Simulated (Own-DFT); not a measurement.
# Strain and stress in grey tin, 64 atoms (Sn64)

These are calculations, not measurements. The program, named Own-DFT, is a retired in-house plane-wave density functional code that no person has reviewed. Each row is one single-point run on a periodic cell that was not relaxed, without spin or spin-orbit coupling.

Settings of every run: PBE; PseudoDojo norm-conserving scalar-relativistic files; cutoff 42 hartree; 3 x 3 x 3 k mesh centred on Gamma; cold (Marzari-Vanderbilt) smearing of 0.2 eV.

Known limits: forces on such cells moved up to 12 meV/angstrom on a denser k mesh; stress not checked against mesh or cutoff.

Unstrained cell vectors in Å: (12.978, 0.000, 0.000); (0.000, 12.978, 0.000); (0.000, 0.000, 12.978). The unstrained cell has measured lattice constants (interpolated for alloys), not those of this functional. That, the random moves and any unrelaxed bonds set the pressure at no strain. Each run strains this cell uniformly, with the atoms carried along. Every atom was also moved at random, by a Gaussian of width 0.05 Å on each axis. Strain is the symmetric tensor, in per cent. Stress is positive in tension, and the pressure is minus a third of its trace.

```
run  e_xx (%)  e_yy (%)  e_zz (%)  e_yz (%)  e_xz (%)  e_xy (%)  s_xx (GPa)  s_yy (GPa)  s_zz (GPa)  s_yz (GPa)  s_xz (GPa)  s_xy (GPa)  P (GPa)  E (meV/atom)
  1     -0.31      1.63     -1.80     -1.79      0.57      0.83       -4.10       -3.47       -4.47       -2.35        0.89        1.05     4.01           9.0
  2      0.29      0.33     -0.78      1.58      0.57      0.33       -3.76       -3.76       -4.11        2.22        0.51        0.27     3.88           9.5
  3     -1.99     -1.44      1.78      0.04     -1.88     -1.73       -5.15       -5.05       -4.10       -0.34       -2.18       -1.20     4.76          35.7
  4     -0.05     -1.55     -1.73     -0.31     -0.87      0.33       -5.25       -5.67       -5.84        0.28       -0.83        0.12     5.59          35.6
  5      1.32      1.79     -0.95      1.52     -1.13      0.78       -2.63       -2.44       -3.18        1.79       -1.26        0.47     2.75           0.4
  6      0.75      0.43      0.56     -1.22     -0.70     -1.99       -2.98       -3.02       -2.99       -1.45       -1.08       -2.15     2.99           2.9
  7     -1.00     -0.58      1.88     -1.76     -1.87      0.32       -4.00       -3.91       -3.24       -2.34       -2.09       -0.03     3.72          12.2
  8     -0.05     -1.28      0.16     -1.16      1.04     -1.02       -4.37       -4.76       -4.37       -2.07        1.54       -1.36     4.50          23.1
  9      1.03      0.28     -0.95     -0.80      1.79     -1.99       -3.51       -3.73       -3.98       -0.67        1.86       -2.68     3.74          15.1
 10     -0.41     -1.93      1.59     -1.37     -1.23     -0.83       -4.34       -4.58       -3.67       -1.87       -1.76       -1.42     4.19          15.6
 11      1.07     -0.39      0.27     -1.67     -1.94     -0.99       -3.04       -3.51       -3.30       -1.96       -1.85       -0.93     3.28           0.0
 12      0.20     -1.55      0.43     -1.07      1.22      0.63       -4.06       -4.56       -4.04       -1.30        1.49        0.68     4.22          12.4
 13     -1.98     -0.52      0.64      0.56      1.41      1.76       -5.33       -4.87       -4.58        0.54        1.65        2.76     4.93          35.1
 14     -1.11      1.12      1.06     -1.52     -1.40     -1.83       -3.64       -3.04       -3.10       -1.71       -1.28       -1.82     3.26           4.3
 15      1.94     -1.15     -0.45     -0.35     -1.14     -1.39       -3.02       -3.92       -3.72       -0.58       -0.99       -1.58     3.55           1.9
 16     -0.63      0.46     -0.97     -1.31      0.65     -1.49           ?           ?           ?           ?           ?           ?        ?             ?
```

E is the free energy for each atom above the lowest run shown.

## Worked fit

Each stress component was fitted by least squares to a constant and the strains of the runs shown, as fractions, with shears doubled. Shear strains stay in the fit of a normal stress only where such slopes are resolved. The slopes, in GPa:

| stress | at no strain | per e_xx | per e_yy | per e_zz | scatter |
|---|---|---|---|---|---|
| s_xx | -3.8 | 73 ± 2 | 41 ± 2 | 42 ± 3 | 0.09 |
| s_yy | -3.8 | 45 ± 2 | 70 ± 2 | 42 ± 3 | 0.09 |
| s_zz | -3.8 | 47 ± 2 | 43 ± 2 | 72 ± 2 | 0.07 |

Each shear stress against twice its own strain: yz 62 ± 5, xz 55 ± 3, xy 53 ± 6 GPa. These are stiffnesses along x, y and z of the frame in which the cell vectors are given, which need not be the crystal's axes. The atoms are held to the strained lattice; where symmetry lets them move under strain, relaxing them would lower some slopes. The table should be nearly symmetric about its diagonal, and what it lacks of that shows the noise. A ninth of its sum, 53 ± 1 GPa, estimates the bulk modulus near the mean pressure of these runs, 4.0 GPa, so it lies above the value at zero pressure.

## Withheld run

Question: what normal stresses and pressure should run 16 give?

The fit gives s_xx = -4.5, s_yy = -4.2, s_zz = -4.6 and P = 4.5 GPa. The calculation gave -4.47, -4.17, -4.51 and P = 4.38 GPa.
